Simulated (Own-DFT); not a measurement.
# Computed records: GaN (wurtzite, strained, atoms displaced), GaP (zincblende, strained, atoms displaced), SiC (2H silicon carbide, atoms displaced), SiC (twinned 3C silicon carbide, atoms displaced)

A calculation, not a measurement: plane-wave PBE density functional theory by an unreviewed code, no spin, of a simulated periodic cell, stress positive in tension, free energy of the whole cell less one offset for each atom, forces on such cells passed a denser k mesh, this cell's mesh not checked; offsets are fitted by least squares, one for each functional and potential file, so energies compare only between cells with the same atoms and settings and are not formation energies; the far tail of each file's local potential was reset to the Coulomb form; each entry is a single point on an unrelaxed cell, so the pressure reflects the starting lattice, mostly measured values (interpolated for alloys), from which strain is counted, and rises with the displacements; printed positions are rounded, which can move forces by about a meV/angstrom; the program, named Own-DFT, is a retired in-house code; no spin-orbit coupling. Program: Own-DFT development build.

Common to all runs: functional PBE.

(1) 
```xyz
96
Lattice="12.7560 0.0000 0.0000 -4.7835 8.2853 0.0829 0.0000 0.1037 10.3700" Properties=species:S:1:pos:R:3:force_x:R:1:force_y:R:1:force_z:R:1 formula=GaN potential_files=PseudoDojo_norm-conserving,scalar-relativistic,standard_set_with_the_stringent_files_for_Ga wave_cutoff=96 occupations=Gaussian smearing_width=0.01 k_mesh=3_x_4_x_3_centred_on_Gamma free_energy_of_cell_above_offsets=-5.933 pressure=6.59 stress_xx=-5.33 stress_yy=-6.27 stress_zz=-8.16 stress_yz=1.22 stress_xz=-0.69 stress_xy=-1.27
Ga    -0.0687     1.9403    10.3557      1.863      0.499      1.023
Ga     1.6239     0.9975     2.6930     -0.157     -0.819     -1.126
N      0.0734     1.8526     1.9713     -1.358      0.062      0.142
N      1.5754     0.9774     4.5979     -0.809     -0.403       0.09
Ga    -0.0813     1.8946     5.2252      1.579      1.046     -0.359
Ga     1.5399     0.9336     7.7415      1.101      2.335      0.703
N     -0.0420     1.9077     7.1122      0.176      0.264      1.174
N      1.5800     1.1263     9.7025     -0.291     -1.592     -0.069
Ga    -1.5292     4.6252     0.0505      -0.92     -0.269      0.501
Ga     0.0016     3.6796     2.6205      0.449      0.322      0.345
N     -1.5983     4.6892     2.0907       1.33     -0.929     -1.903
N      0.1094     3.7878     4.5978     -2.443     -1.378     -0.528
Ga    -1.6112     4.6580     5.2496      0.629      0.136     -0.342
Ga     0.0051     3.7465     7.8483     -0.605     -0.026     -0.998
N     -1.6112     4.7146     7.1892      0.189     -0.348      0.124
N     -0.0172     3.8049     9.7540      0.376      -0.41      0.257
Ga    -3.1872     7.3211     0.1319       0.01      0.951     -1.514
Ga    -1.5935     6.4419     2.6333      0.521      2.146      0.758
N     -3.1310     7.4502     1.9930      -1.19     -0.945      1.504
N     -1.5625     6.5393     4.6238      -0.62     -0.536     -0.072
Ga    -3.2128     7.3605     5.2433      0.253      0.606      0.354
Ga    -1.5635     6.5409     7.8414      -0.61      0.068     -0.115
N     -3.2164     7.4879     7.2555      0.177     -2.091     -0.987
N     -1.5338     6.5116     9.7747     -1.382      0.556      0.175
Ga     3.1992     1.9411    10.3519     -0.962      0.213      0.189
Ga     4.8315     0.9451     2.5387     -0.674       0.28      0.987
N      3.1734     1.7811     1.9286      0.897      1.895      0.464
N      4.7704     1.0261     4.5295     -0.251     -0.404     -0.021
Ga     3.1259     1.8956     5.1858      1.118      0.405      0.431
Ga     4.8630     0.9827     7.8133     -0.763      1.162     -0.614
N      3.2694     1.8876     7.1177     -1.252      0.481      0.731
N      4.7512     0.9889     9.7210       0.69      1.002      0.126
Ga     1.5619     4.7534    10.3920      0.166     -1.165      0.716
Ga     3.2474     3.7337     2.6393      -1.16     -0.474     -0.464
N      1.5241     4.6905     1.9340      1.067     -0.953      1.079
N      3.2209     3.8113     4.5971      -1.49     -1.294     -0.751
Ga     1.5719     4.6555     5.2581      1.112      0.558     -0.685
Ga     3.0987     3.7905     7.8485      1.073     -1.409     -0.557
N      1.5850     4.6950     7.1309     -0.552     -0.596      1.297
N      3.1461     3.8151     9.7671      0.248     -0.408      0.477
Ga    -0.0758     7.4944    10.4185      1.461     -0.686       0.83
Ga     1.6024     6.4581     2.7129     -0.374      0.671     -0.915
N     -0.0172     7.4504     2.0007      0.289     -1.276      0.171
N      1.6029     6.4750     4.6457      -0.53      0.478     -0.139
Ga    -0.0192     7.4664     5.2843      0.635      0.089     -0.065
Ga     1.5801     6.4528     7.8443      0.567      1.533      0.068
N      0.0114     7.4931     7.2917      0.295     -1.034       -1.1
N      1.5887     6.5065     9.8388       -0.2      1.843     -1.458
Ga     6.3185     1.8327     0.0381      1.063       0.39     -0.277
Ga     7.9484     0.9685     2.6537      0.643     -0.029      -0.51
N      6.3722     1.9024     1.9595      0.268      0.375      0.222
N      7.9575     0.9155     4.5874     -0.188      1.198     -0.099
Ga     6.2897     1.9141     5.3103       1.05     -0.012     -3.608
Ga     7.9571     1.0351     7.7889      0.097     -0.572      -0.49
N      6.3933     2.0019     7.0832      0.076     -0.625      3.452
N      8.0160     1.0432     9.7640     -1.077      0.551     -0.895
Ga     4.7264     4.5545     0.1061      0.995      0.818     -0.761
Ga     6.4129     3.7615     2.6337      0.137     -1.388      0.733
N      4.8593     4.6730     2.0590     -0.978     -0.415     -0.722
N      6.3929     3.7870     4.6026     -0.725     -0.617      -0.15
Ga     4.7129     4.6416     5.2414      1.955      0.694      0.972
Ga     6.3487     3.8066     7.7878      0.579     -0.097      1.023
N      4.7332     4.6238     7.2550     -0.029      1.143     -0.862
N      6.4539     3.8188     9.8345     -1.532     -0.703     -0.876
Ga     3.1732     7.5283    10.3678      0.165     -1.317      1.254
Ga     4.8217     6.4406     2.7465     -1.241      1.432     -0.651
N      3.1439     7.4225     1.9916      0.942     -0.432      0.539
N      4.8418     6.5255     4.6750     -0.914     -0.671     -0.493
Ga     3.1843     7.3791     5.2873      0.036      0.334     -2.573
Ga     4.7881     6.5092     7.8903     -0.901     -0.073     -1.265
N      3.1784     7.4746     7.0524     -0.235     -0.541      5.004
N      4.7805     6.5186     9.7623      0.039      0.446       1.54
Ga     9.5839     1.9766    10.3599      -0.07       0.47      1.018
Ga    11.1886     0.8858     2.7053     -0.206      2.123     -1.283
N      9.6077     1.9159     1.9775     -0.016     -0.307      0.204
N     11.1228     1.0839     4.6026      0.809      -2.11       -0.6
Ga     9.5818     1.8886     5.1937     -2.096      0.775      0.634
Ga    11.1584     0.9725     7.8434     -0.317      0.552      -0.64
N      9.5662     1.8386     7.1673      0.176      1.715      0.104
N     11.1817     1.0407     9.7640      -0.84     -0.706     -0.177
Ga     7.9718     4.6485     0.1342      0.546     -1.464     -1.016
Ga     9.6571     3.7960     2.6502     -1.412     -1.915      -0.36
N      7.9999     4.6172     2.0031       0.19     -0.054      0.656
N      9.5772     3.7579     4.5300     -0.317      0.092      1.495
Ga     7.9241     4.7032     5.2571      0.747     -1.493     -0.698
Ga     9.4904     3.8489     7.8367      1.467     -1.467      0.098
N      7.9956     4.6922     7.1244     -1.186       0.79      1.287
N      9.6016     3.8482     9.7900     -0.324     -0.203      0.022
Ga     6.3630     7.4005     0.1494     -0.173     -0.736     -0.729
Ga     7.9291     6.3669     2.6607      0.885      2.119      0.236
N      6.3603     7.4417     2.0857       0.45     -1.481     -0.213
N      7.9313     6.4524     4.6369      0.156      1.705     -0.668
Ga     6.3490     7.4566     5.2795      0.607      0.217      0.605
Ga     7.9523     6.5548     7.8843     -0.199     -0.364     -0.529
N      6.3140     7.4676     7.2452      1.124     -0.538     -0.265
N      7.9504     6.4638     9.8048      0.093      2.242      0.374
```

Units: wave_cutoff in hartree; smearing_width, free_energy_of_cell_above_offsets in eV; pressure, stress_xx, stress_yy, stress_zz, stress_yz, stress_xz, stress_xy in GPa; force_x, force_y, force_z in eV/Å.

(2) 
```xyz
64
Lattice="10.8620 0.0000 0.0000 0.0000 10.8620 0.0000 0.0000 0.0000 10.9439" Properties=species:S:1:pos:R:3:force_x:R:1:force_y:R:1:force_z:R:1 formula=GaP potential_files=PseudoDojo_norm-conserving,scalar-relativistic,standard_set wave_cutoff=42 occupations=Fermi-Dirac smearing_width=0.1 hardware=one_NVIDIA_H100 k_mesh=3_x_3_x_3_centred_on_Gamma free_energy_of_cell_above_offsets=-29.384 pressure=4.34 stress_xx=-4.25 stress_yy=-4.81 stress_zz=-3.95 stress_yz=0.45 stress_xz=0.56 stress_xy=0.32 wall_time=547.9
Ga    10.8490    10.8381    10.8449      0.475     -0.491      0.818
Ga    10.7269     2.5243     2.5762      1.029       0.99      1.466
Ga     2.6595     0.0837     2.6475     -0.011      -1.29       0.52
Ga     2.5865     2.7700     0.0133      2.389     -1.394      0.355
P      1.3608     1.3884     1.3313     -0.764     -1.086     -0.687
P      1.4461     4.0584     4.0397     -1.745     -0.466      0.568
P      3.9591     1.3931     4.0085      1.314     -0.732      0.909
P      3.9600     4.0808     1.3765      1.022      0.089      0.438
Ga    10.8288    10.7942     5.4839     -0.133     -0.031      0.322
Ga    10.8301     2.6987     8.2032      2.252     -0.384      0.242
Ga     2.9162    10.8511     8.2558     -3.464     -0.172      -0.25
Ga     2.8000     2.7537     5.4580     -1.219     -0.512      0.165
P      1.3830     1.2293     6.7791      0.431      1.197      0.856
P      1.3866     4.0756     9.7840     -1.557      1.426     -2.949
P      4.0538     1.3005     9.4915      1.036      1.481      2.823
P      4.0457     4.0382     6.8717      0.675      0.273     -0.204
Ga     0.0171     5.4658     0.1358      -0.94      0.003     -1.327
Ga    10.8079     8.1697     2.9069      0.545      0.216     -1.604
Ga     2.5184     5.5019     2.6931      1.808      0.111      0.344
Ga     2.7341     8.0002    10.9404     -0.093       1.73     -0.438
P      1.3393     6.8455     1.3064     -0.753      0.628      1.473
P      1.3563     9.4913     4.1659      0.248      0.764     -1.096
P      4.1854     6.8153     4.1003     -1.627      -0.17     -0.102
P      4.0603     9.4708     1.3888     -0.746      0.079     -0.029
Ga    10.8516     5.4231     5.5083      0.611      -0.91     -0.893
Ga     0.0162     7.9844     8.2107     -0.445      1.423     -0.061
Ga     2.7074     5.3993     8.1680     -0.534      0.525      0.717
Ga     2.7199     8.1996     5.4816       0.35     -0.802     -0.082
P      1.2628     6.8057     6.7545      1.727     -0.461      0.537
P      1.3145     9.4447     9.5495      0.992      -0.04     -0.103
P      4.1199     6.8648     9.5583     -0.735      -2.45      0.847
P      3.9446     9.5223     6.9228      2.393     -1.099     -1.824
Ga     5.4536    10.7502     0.0833      0.171      1.148     -0.534
Ga     5.4201     2.7033     2.8198      0.338      0.664     -0.709
Ga     8.2086    10.7718     2.7343       0.17      0.497      0.467
Ga     8.1981     2.7862    10.9336     -0.469     -0.014     -0.177
P      6.8611     1.3590     1.4463     -0.468       0.01     -0.592
P      6.9017     4.0535     4.1747     -0.779      0.155      0.038
P      9.5903     1.4596     4.2267     -0.881     -1.384     -0.573
P      9.5621     4.0865     1.4564     -1.195      0.671     -0.677
Ga     5.4831    10.7868     5.3081     -2.086      1.691      2.039
Ga     5.3989     2.6912     8.2263      0.307     -0.374     -0.408
Ga     8.1199     0.0172     8.2121      1.589     -0.785      0.263
Ga     8.1370     2.6516     5.6368      1.272      1.478     -0.725
P      6.9008     1.2789     6.8390     -2.317      0.254      0.003
P      6.6430     4.1785     9.5215      1.323     -0.806      0.497
P      9.6238     1.3997     9.5782     -1.928     -0.298     -0.008
P      9.6621     4.1488     7.0044     -1.293      -0.69     -1.572
Ga     5.4985     5.4405     0.1419     -1.372      0.089     -0.417
Ga     5.4487     8.1885     2.7198     -1.508      0.994      1.385
Ga     8.1656     5.5266     2.7719     -0.211     -0.295     -0.026
Ga     8.1009     8.1139    10.8850     -0.958      0.347     -0.213
P      6.6494     6.9449     1.4584      2.605     -1.884     -1.418
P      6.7281     9.4452     4.1839      0.016      1.307     -3.541
P      9.5543     6.7883     4.1805     -1.229     -0.052     -0.154
P      9.4695     9.3870     1.2520      0.672      0.836       1.24
Ga     5.4193     5.4370     5.5117      0.364     -0.307     -0.189
Ga     5.3424     8.1108     8.2844      1.162      1.081     -1.963
Ga     8.0971     5.3461     8.0796      -0.39      1.347       0.79
Ga     7.9523     8.1797     5.2954      3.066      -1.53      2.158
P      6.8151     6.8672     6.7407     -0.871     -0.828      1.243
P      6.7256     9.5410     9.4752       0.37     -0.359      1.007
P      9.3880     6.8519     9.5023      0.402     -1.919      0.667
P      9.4709     9.3723     6.7850     -0.402      0.506      0.348
```

Units: wave_cutoff in hartree; smearing_width, free_energy_of_cell_above_offsets in eV; pressure, stress_xx, stress_yy, stress_zz, stress_yz, stress_xz, stress_xy in GPa; wall_time in s; force_x, force_y, force_z in eV/Å.

(3) 
```xyz
32
Lattice="6.1654 0.0000 0.0000 -3.0827 5.3394 0.0000 0.0000 0.0000 10.0681" Properties=species:S:1:pos:R:3:force_x:R:1:force_y:R:1:force_z:R:1 formula=SiC potential_files=PseudoDojo_norm-conserving,scalar-relativistic,standard_set wave_cutoff=42 occupations=Fermi-Dirac smearing_width=0.1 hardware=one_NVIDIA_H100 k_mesh=5_x_5_x_3_centred_on_Gamma free_energy_of_cell_above_offsets=4.062 pressure=10.29 stress_xx=-10.23 stress_yy=-10.13 stress_zz=-10.5 stress_yz=2.85 stress_xz=0.77 stress_xy=-0.6 wall_time=122.8
Si     0.1098     0.0735    10.0307     -1.631     -6.022      0.834
Si     0.0566     1.8604     2.5128     -1.056      -2.71     -0.924
C     -2.9982     5.2744     1.7746     -0.114      1.448      2.732
C      0.0543     1.6461     4.3732      0.159      5.114     -1.694
Si     0.1396     0.1644     5.1503     -1.081     -6.047     -3.931
Si     0.1010     1.8412     7.6319     -2.697     -3.324     -0.599
C     -3.0494     5.3301     6.7937      0.037     -0.359      7.191
C     -0.0684     1.6679     9.5890      1.558      5.046      -3.79
Si     4.6096     2.4935     0.0298      0.632       4.99      0.829
Si    -1.3517     4.4784     2.5512     -3.254      1.265      0.097
C     -1.4828     2.8484     1.8511     -0.067     -3.834      1.326
C     -1.4039     4.3808     4.5008     -3.881     -0.909     -2.494
Si     4.6957     2.5207     4.9696     -0.042      2.063      1.203
Si    -1.5464     4.2459     7.5496      0.592      5.394     -0.274
C      4.6345     2.6161     6.8640       2.34     -0.758      0.108
C     -1.4571     4.6776     9.3994     -0.187     -3.347     -0.851
Si     3.0816     0.2509     0.0053      0.612     -5.104     -0.393
Si     3.1261     1.8196     2.6746      1.247      0.051     -2.061
C      3.0658     0.1150     1.8426      2.639      0.214      0.907
C      3.0657     1.7897     4.5094     -0.045      0.989     -1.137
Si     3.0087     0.0211     4.9551      1.468      0.914        2.7
Si     3.2964     1.6980     7.5061     -4.716     -1.091     -0.993
C      0.1465     5.2551     6.7695     -4.281      2.103      1.538
C      3.1382     1.8383     9.3449     -1.096      1.407      0.033
Si     1.5234     2.6384     9.9760      0.308      1.633      1.793
Si     1.5956     4.5484     2.4523     -0.042     -1.235      0.702
C      1.6328     2.4944     1.9781     -0.658      4.087     -2.272
C      1.3806     4.6038     4.4293      5.209     -2.253     -2.667
Si     1.5353     2.7760     4.9350     -0.786      0.347      2.122
Si     1.4657     4.5096     7.5375      3.826     -2.646     -0.346
C      1.4625     2.6201     6.9459      4.264      2.029     -1.121
C      1.4895     4.4741     9.3869       0.74      0.545      1.434
```

Units: wave_cutoff in hartree; smearing_width, free_energy_of_cell_above_offsets in eV; pressure, stress_xx, stress_yy, stress_zz, stress_yz, stress_xz, stress_xy in GPa; wall_time in s; force_x, force_y, force_z in eV/Å.

(4) 
```xyz
48
Lattice="4.3596 -4.3596 0.0000 0.0000 4.3596 -4.3596 8.7192 8.7192 8.7192" Properties=species:S:1:pos:R:3:force_x:R:1:force_y:R:1:force_z:R:1 formula=SiC potential_files=PseudoDojo_norm-conserving,scalar-relativistic,standard_set wave_cutoff=42 occupations=Fermi-Dirac smearing_width=0.1 k_mesh=5_x_5_x_2_centred_on_Gamma free_energy_of_cell_above_offsets=-7.471 pressure=3.56 stress_xx=-4.03 stress_yy=-3.21 stress_zz=-3.45 stress_yz=-0.6 stress_xz=0.32 stress_xy=-0.21
Si     8.1564     3.7921    -0.5498      0.044      0.876     -0.073
C      4.8965     0.5732    -3.7879      0.042     -0.941       0.22
Si     1.5919     1.6536    -0.4848      0.158     -0.726     -1.803
C      2.6719     2.7091     0.5089      1.549      0.381       1.57
Si     3.8504     1.6138     1.6329     -0.884     -0.103     -0.931
C      4.8861     2.7233     2.6976      0.088      0.378      0.455
Si     3.8316     6.0113     1.6251       -0.9      0.789      0.578
C      4.8618    -1.6253    -1.5928      0.798     -0.737     -1.374
Si     1.6427     3.8467    -2.6695     -0.584     -1.085     -0.866
C      2.7349     4.8862    -1.6315      0.263          1      0.052
Si     3.7877     3.8172    -0.5355      0.256      0.186      0.665
C      4.8657     4.9589     0.6071      1.049     -1.206     -1.802
Si     5.9725     1.6844     3.7981      0.423     -1.163      0.374
C      2.7439     2.7523    -3.7735     -0.567     -0.248     -0.242
Si     3.8172    -0.5634    -0.5654     -0.444      0.723      1.137
C      4.9355     0.5470     0.5241     -0.241     -0.379      0.421
Si     6.0468    -0.5406     1.6593     -1.329      0.042     -0.533
C      7.1065     0.5803     2.6902     -0.409     -0.371       1.08
Si     5.9662     3.8477     1.6682      0.327     -0.782      -1.49
C      2.7343     0.5353    -1.6276     -0.879      0.243      0.412
Si     3.8073     1.6011    -2.6994     -0.182      1.316      0.132
C      4.8769     2.7774    -1.5935      0.926     -0.994     -0.737
Si     5.9912     1.6142    -0.5715      0.059      0.903      0.543
C      7.1073     2.7178     0.5341     -1.046      0.385      0.224
Si    12.5237     8.1710     3.8283      0.527      0.341      0.035
C      4.9133     4.9263     4.8886      -0.11     -0.905      0.074
Si     8.8846     4.5867     2.3495      0.244     -1.141     -0.123
C      9.9629     5.6275     3.4483      0.643      0.466      0.431
Si     9.6275     7.4734     3.1295      0.313     -0.469      -1.04
C     10.7366     8.5519     4.1588     -0.553      0.308      0.602
Si    12.4790     5.9822     5.9268      1.676     -0.069      1.772
C      9.2247     2.7404     2.7311      1.072      0.364     -0.154
Si     8.8855     2.3270     4.5233       0.45      1.223      0.275
C      9.9982     3.4487     5.6577     -0.127     -0.209     -0.457
Si     9.6541     5.2594     5.2703     -0.939     -0.206      0.255
C     10.7306     6.3485     6.3852     -0.591      0.465     -1.219
Si    10.3459     6.0567     8.1666      1.387     -0.922      0.782
C      7.0949     2.7240     4.9086     -0.412      0.052     -0.201
Si     6.7245     6.6707     2.3514     -0.817       1.45      0.047
C      7.8257     7.7845     3.4217      -0.59      0.402      0.755
Si     7.4231     9.6079     3.0970      0.444      0.167     -0.911
C      8.5886    10.7218     4.1643     -1.829     -0.161     -0.067
Si    10.3393     8.1834     5.9792      0.807     -0.016      0.323
C      7.0624     4.8991     2.7168      0.542       0.01      0.067
Si     6.7240     4.5385     4.5008      0.097      0.065      1.262
C      7.8080     5.6248     5.6131      0.144     -0.064      0.258
Si     7.4528     7.4503     5.2649     -0.153     -0.516      0.108
C      8.5616     8.4990     6.3898     -0.739      0.878     -0.885
```

Units: wave_cutoff in hartree; smearing_width, free_energy_of_cell_above_offsets in eV; pressure, stress_xx, stress_yy, stress_zz, stress_yz, stress_xz, stress_xy in GPa; force_x, force_y, force_z in eV/Å.
